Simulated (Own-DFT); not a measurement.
# Strain and stress in wurtzite GaN, 72 atoms (Ga36N36)

These are calculations, not measurements. They come from Own-DFT, an in-house plane-wave density functional program, since retired, whose code no person has reviewed. Each row is one single-point run on a periodic cell that was not relaxed, without spin or spin-orbit coupling.

Settings of every run: PBE; PseudoDojo norm-conserving scalar-relativistic files (stringent for Ga); cutoff 96 hartree; 4 x 4 x 3 k mesh centred on Gamma; Gaussian smearing of 0.01 eV.

Known limits: forces not confirmed at this smearing and k mesh; stress not checked against mesh or cutoff.

Unstrained cell vectors in Å: (9.567, 0.000, 0.000); (-4.784, 8.285, 0.000); (0.000, 0.000, 10.370). The unstrained cell has measured lattice constants (interpolated for alloys), not those of this functional. That, the random moves and any unrelaxed bonds set the pressure at no strain. Each run strains this cell uniformly, with the atoms carried along. Every atom was also moved at random, by a Gaussian of width 0.05 Å on each axis. Strain is the symmetric tensor, in per cent. Stress is positive in tension, and the pressure is minus a third of its trace.

| run | e_xx (%) | e_yy (%) | e_zz (%) | e_yz (%) | e_xz (%) | e_xy (%) | s_xx (GPa) | s_yy (GPa) | s_zz (GPa) | s_yz (GPa) | s_xz (GPa) | s_xy (GPa) | P (GPa) | E (meV/atom) |
|---|---|---|---|---|---|---|---|---|---|---|---|---|---|---|
| 1 | 1.35 | 1.17 | -1.49 | 1.43 | -1.41 | -1.07 | -1.10 | -2.27 | -12.82 | 3.23 | -2.92 | -2.60 | 5.40 | 30.6 |
| 2 | -0.29 | -0.46 | 0.32 | 0.28 | -1.73 | -0.17 | -8.86 | -10.19 | -5.64 | 0.89 | -3.61 | -0.96 | 8.23 | 32.6 |
| 3 | 1.84 | 0.15 | -0.33 | 1.54 | 1.28 | -0.38 | 0.24 | -2.75 | -7.72 | 3.01 | 2.91 | -1.14 | 3.41 | 0.0 |
| 4 | -0.20 | 0.90 | -1.29 | 1.00 | -0.61 | -1.82 | -9.31 | -2.91 | -13.71 | 1.60 | -1.51 | -4.95 | 8.64 | 34.5 |
| 5 | 1.41 | 0.68 | 1.12 | 0.26 | -0.55 | -0.23 | 0.55 | -1.85 | -1.80 | 1.03 | -0.40 | -0.09 | 1.03 | 6.9 |
| 6 | -1.47 | -0.92 | 1.57 | 0.86 | -0.38 | -1.29 | -12.14 | -13.24 | -1.99 | 2.20 | -0.75 | -4.28 | 9.12 | 28.6 |
| 7 | 0.20 | 0.66 | -1.33 | 0.17 | 1.40 | 0.71 | -5.78 | -5.77 | -12.94 | 0.10 | 3.01 | 0.42 | 8.16 | 32.1 |
| 8 | 1.89 | 1.61 | -1.71 | 1.81 | 0.13 | 1.40 | -0.15 | -0.45 | -12.45 | 4.38 | 0.20 | 4.22 | 4.35 | 34.0 |
| 9 | -1.97 | 0.12 | 1.50 | 0.64 | 0.47 | -0.88 | -13.91 | -7.93 | -1.57 | 0.92 | 0.27 | -3.10 | 7.80 | 25.0 |
| 10 | -1.56 | 1.45 | -0.75 | 1.26 | 1.93 | 0.46 | -13.69 | -4.32 | -9.64 | 3.29 | 4.12 | 1.02 | 9.22 | 37.3 |
| 11 | 0.52 | 0.55 | 1.14 | -0.12 | 0.74 | -0.18 | -3.92 | -3.98 | -1.22 | -0.27 | 1.24 | -0.20 | 3.04 | 13.8 |
| 12 | 1.57 | -0.04 | 0.16 | 0.08 | -0.02 | 1.29 | -1.88 | -5.53 | -5.07 | -0.16 | -0.34 | 5.31 | 4.16 | 16.7 |
| 13 | 1.70 | -1.78 | 1.30 | 1.33 | -0.25 | -1.79 | -2.93 | -13.78 | -1.53 | 3.75 | -0.43 | -5.93 | 6.08 | 47.9 |
| 14 | -1.02 | -1.60 | 1.56 | -0.85 | 0.11 | 1.58 | -12.06 | -14.83 | -1.82 | -2.34 | 0.31 | 3.89 | 9.57 | 32.5 |
| 15 | -0.12 | -1.01 | 1.18 | 0.19 | -0.49 | -1.86 | ? | ? | ? | ? | ? | ? | ? | ? |

E is the free energy for each atom above the lowest run shown.

## Worked fit

Each stress component was fitted by least squares to a constant and the strains of the runs shown, as fractions, with shears doubled. Shear strains stay in the fit of a normal stress only where such slopes are resolved. The slopes, in GPa:

| stress | at no strain | per e_xx | per e_yy | per e_zz | scatter |
|---|---|---|---|---|---|
| s_xx | -7.5 | 397 ± 20 | 126 ± 37 | 92 ± 32 | 0.92 |
| s_yy | -7.7 | 124 ± 24 | 454 ± 45 | 69 ± 40 | 1.14 |
| s_zz | -7.2 | 53 ± 14 | 63 ± 26 | 449 ± 22 | 0.64 |

Each shear stress against twice its own strain: yz 133 ± 14, xz 104 ± 6, xy 150 ± 12 GPa. These are stiffnesses along x, y and z of the frame in which the cell vectors are given, which need not be the crystal's axes. The atoms are held to the strained lattice; where symmetry lets them move under strain, relaxing them would lower some slopes. The table should be nearly symmetric about its diagonal, and what it lacks of that shows the noise. A ninth of its sum, 203 ± 8 GPa, estimates the bulk modulus near the mean pressure of these runs, 6.3 GPa, so it lies above the value at zero pressure.

## Withheld run

Question: what normal stresses and pressure should run 15 give?

The fit gives s_xx = -8.2, s_yy = -11.6, s_zz = -2.7 and P = 7.5 GPa. The calculation gave -8.25, -11.09, -2.44 and P = 7.26 GPa.
